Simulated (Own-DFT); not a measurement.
Si$_{3}$N$_{4}$ (beta silicon nitride, strained, atoms displaced) (calculated)

A calculation, not a measurement: plane-wave PBE density functional theory by an unreviewed code, no spin, of a simulated periodic cell, stress positive in tension, free energy of the whole cell less one offset for each atom, forces on such cells moved up to 12 meV/angstrom on a denser k mesh; offsets are fitted by least squares, one for each functional and potential file, so energies compare only between cells with the same atoms and settings and are not formation energies; the far tail of each file's local potential was reset to the Coulomb form; each entry is a single point on an unrelaxed cell, so the pressure reflects the starting lattice, mostly measured values (interpolated for alloys), from which strain is counted, and rises with the displacements; printed positions are rounded, which can move forces by about a meV/angstrom; the program, named Own-DFT, is a retired in-house code; no spin-orbit coupling; before rounding, a Quantum ESPRESSO 7.3.1 run of the same cell and cutoff gave forces within 1 meV/angstrom rms on each cell, which checks the program and not the settings. Program: Own-DFT development build.

Si$_{3}$N$_{4}$ (beta silicon nitride, strained, atoms displaced)

```
Si3N4
1.0
     15.0327     0.1745    -0.0057
     -7.3653    13.1727     0.1438
     -0.0022     0.0623     5.7870
Si N Si N Si N Si N Si N Si N Si N Si N
6 8 6 8 6 8 6 8 6 8 6 8 6 8 6 8
Direct
  0.08482 0.38645 0.12485
  0.11948 0.20052 0.13478
  0.30188 0.41358 0.12024
  0.41039 0.11164 0.36786
  0.38261 0.29694 0.36779
  0.19982 0.08239 0.38360
  0.16348 0.01688 0.12404
  0.48770 0.14747 0.11868
  0.35234 0.33837 0.11746
  0.33338 0.48287 0.36841
  0.01328 0.34841 0.38047
  0.14837 0.16663 0.38353
  0.16372 0.33639 0.11565
  0.32635 0.16754 0.37724
  0.08429 0.38986 0.61549
  0.11269 0.20514 0.62456
  0.29671 0.40954 0.62825
  0.41745 0.11649 0.88383
  0.37999 0.30270 0.87438
  0.19631 0.08584 0.86735
  0.16693 0.01322 0.63336
  0.48484 0.15148 0.63209
  0.34965 0.33137 0.63218
  0.33181 0.48402 0.88185
  0.01807 0.34611 0.88889
  0.15101 0.16256 0.87940
  0.16269 0.33466 0.61125
  0.33247 0.16932 0.86885
  0.08290 0.88129 0.11283
  0.11158 0.70592 0.13380
  0.29992 0.91066 0.12825
  0.41363 0.61120 0.36963
  0.38391 0.79895 0.37932
  0.20435 0.58521 0.38393
  0.16718 0.51123 0.12242
  0.48135 0.65179 0.12565
  0.34632 0.83391 0.13205
  0.33315 0.99010 0.36235
  0.02046 0.84655 0.36433
  0.14747 0.65859 0.36507
  0.16464 0.83221 0.12486
  0.33829 0.66619 0.36631
  0.08559 0.88924 0.63643
  0.11609 0.70591 0.63218
  0.30354 0.91711 0.63291
  0.41714 0.61667 0.87881
  0.38431 0.79456 0.87763
  0.19700 0.58471 0.87331
  0.16138 0.51304 0.62225
  0.47989 0.64731 0.61665
  0.34988 0.83591 0.62917
  0.33256 0.98363 0.88878
  0.01485 0.85040 0.87767
  0.14651 0.66116 0.87815
  0.16401 0.83017 0.61376
  0.33542 0.67461 0.86345
  0.58583 0.38372 0.13837
  0.61511 0.19507 0.12259
  0.79868 0.41334 0.11865
  0.91540 0.12081 0.35822
  0.87834 0.29672 0.38675
  0.70317 0.08540 0.38006
  0.66508 0.01805 0.12582
  0.98318 0.14793 0.11124
  0.85618 0.33393 0.12303
  0.82669 0.48131 0.37714
  0.51295 0.34800 0.38118
  0.65476 0.16503 0.38092
  0.66320 0.33313 0.11472
  0.82979 0.16449 0.36607
  0.58284 0.38465 0.63010
  0.61768 0.20684 0.62849
  0.79574 0.40832 0.62502
  0.91164 0.10996 0.87779
  0.88734 0.29824 0.87684
  0.70301 0.09254 0.87453
  0.66852 0.01468 0.62471
  0.98821 0.15583 0.61315
  0.84130 0.33051 0.62553
  0.83777 0.48359 0.86892
  0.51105 0.34671 0.87908
  0.65128 0.16530 0.86424
  0.66410 0.32810 0.60033
  0.84008 0.16766 0.88607
  0.58767 0.88760 0.13494
  0.61645 0.70049 0.11448
  0.79176 0.90873 0.13904
  0.91400 0.61790 0.36540
  0.88378 0.79380 0.38832
  0.69674 0.58301 0.37369
  0.66920 0.51593 0.12316
  0.98331 0.64608 0.12459
  0.84991 0.83308 0.12379
  0.83668 0.98583 0.36907
  0.50780 0.84688 0.37526
  0.64809 0.66479 0.37928
  0.66982 0.83551 0.12543
  0.83164 0.66572 0.36828
  0.58526 0.87835 0.61290
  0.61943 0.70742 0.62993
  0.79917 0.91553 0.61961
  0.91321 0.61949 0.86456
  0.88293 0.79621 0.86372
  0.70914 0.59132 0.86736
  0.66324 0.51838 0.62546
  0.98254 0.64561 0.62192
  0.85344 0.83369 0.61583
  0.83469 0.98679 0.86854
  0.52272 0.84763 0.88239
  0.65174 0.66414 0.86864
  0.66829 0.83378 0.64493
  0.83053 0.66678 0.86605
```

- functional: PBE
- potential files: PseudoDojo norm-conserving, scalar-relativistic, standard set
- wave cutoff: 42 hartree
- occupations: Fermi-Dirac
- smearing width: 0.1 eV
- k mesh: 2 x 2 x 4 centred on Gamma
- free energy of cell above offsets: -9.459 eV
- pressure: 10.29 GPa
- stress xx: -11.71 GPa
- stress yy: -6.7 GPa
- stress zz: -12.46 GPa
- stress yz: 2.96 GPa
- stress xz: -0.51 GPa
- stress xy: 5.48 GPa

Force:
```csv
element,x (eV/Å),y (eV/Å),z (eV/Å)
Si,1.23,-0.397,1.524
Si,-3.02,2.31,-2.555
Si,-4.888,-0.425,1.682
Si,-0.486,3.754,1.547
Si,0.183,-1.042,1.545
Si,-0.302,1.34,-2.252
N,-0.375,-1.786,0.436
N,-0.036,-0.258,2.23
N,0.288,-0.449,2.112
N,0.782,-0.103,1.105
N,-2.187,-0.24,-0.692
N,1.965,-1.429,0.732
N,3.671,-2.024,0.515
N,2.515,-0.474,-0.467
Si,1.43,-2.774,2.555
Si,1.029,1.248,1.066
Si,-2.364,0.721,-0.562
Si,-3.872,-0.2,-2.059
Si,4.777,-4.332,1.021
Si,4.937,0.562,2.336
N,-0.613,-0.226,-0.636
N,0.57,-0.716,-2.016
N,-2.308,1.801,-4.212
N,0.841,1.766,-2.68
N,-2.54,0.344,-3.996
N,-3.775,2.652,-0.888
N,1.942,0.551,0.587
N,0.319,-0.972,0.631
Si,2.255,2.899,2.623
Si,2.657,-1.391,-1.234
Si,-4.116,0.705,0.469
Si,-1.399,-0.446,0.952
Si,-1.259,-3.235,0.018
Si,1.136,0.93,-3.405
N,-0.4,2.083,0.971
N,3.698,0.892,-0.968
N,2.826,-1.407,-0.808
N,0.403,-3.326,2.019
N,-3.106,-0.508,3.246
N,-1.363,1.543,2.161
N,0.96,1.096,-0.456
N,-2.658,0.239,0.521
Si,2.309,-2.433,-3.646
Si,0.767,-2.147,-1.705
Si,-3.119,-0.305,-0.79
Si,-3.189,-0.694,-1.816
Si,0.744,3.046,0.888
Si,2.578,0.356,0.636
N,0.217,1.532,1.594
N,3.182,1.331,1.592
N,0.827,0.089,-0.127
N,0.627,1.192,-2.18
N,-2.154,-1.173,-1.569
N,-1.928,1.515,0.409
N,0.483,3.243,0.976
N,0.471,-5.539,0.23
Si,-0.127,0.512,-2.634
Si,-0.014,3.126,0.859
Si,-0.919,-1.035,1.244
Si,0.059,-0.784,1.884
Si,2.639,-1.608,-2.05
Si,0.813,-0.162,-0.733
N,-0.35,-0.749,0.369
N,2.68,0.774,1.438
N,-2.967,1.472,0.644
N,1.091,1.466,-1.163
N,-0.917,0.272,-0.03
N,-2.053,0.848,-0.512
N,2.725,-1.501,-0.09
N,0.552,1.39,0.751
Si,1.505,-0.141,0.58
Si,-0.894,-2.321,-2.29
Si,-3.438,2.306,-0.295
Si,0.627,1.898,-2.791
Si,1.413,-1.366,-0.053
Si,4.531,-2.463,-0.638
N,-0.578,-1.468,0.908
N,-2.348,-2.192,0.641
N,2.963,-1.501,1.608
N,-0.392,1.002,-0.335
N,0.232,1.04,0.874
N,-1.286,1.039,1.833
N,-1.145,3.968,1.221
N,-3.514,0.053,-0.893
Si,0.538,0.087,-1.589
Si,-1.139,1.254,1.878
Si,2.713,2.119,-2.616
Si,-1.018,-2.483,1.903
Si,2.188,-0.232,-5.257
Si,1.881,1.435,-0.885
N,-0.827,-0.337,-0.179
N,-0.698,0.323,-1.935
N,0.063,-0.173,-0.009
N,-0.091,0.432,0.467
N,3.283,1.794,0.097
N,-0.426,0.409,-1.018
N,-2.37,-2.418,0.707
N,-0.672,-0.469,0.357
Si,-0.804,2.503,2.752
Si,-1.716,-1.771,-1.797
Si,-0.307,0.505,1.2
Si,0.766,-2.457,1.214
Si,-0.079,0.336,3.268
Si,-1.565,-3.347,0.899
N,0.099,-2.165,0.786
N,0.71,1.036,-0.94
N,-2.584,1.761,1.9
N,0.275,-2.984,0.616
N,-2.931,-0.613,-0.95
N,-0.755,0.59,0.947
N,1.151,0.003,-1.377
N,2.267,1.699,0.007
```
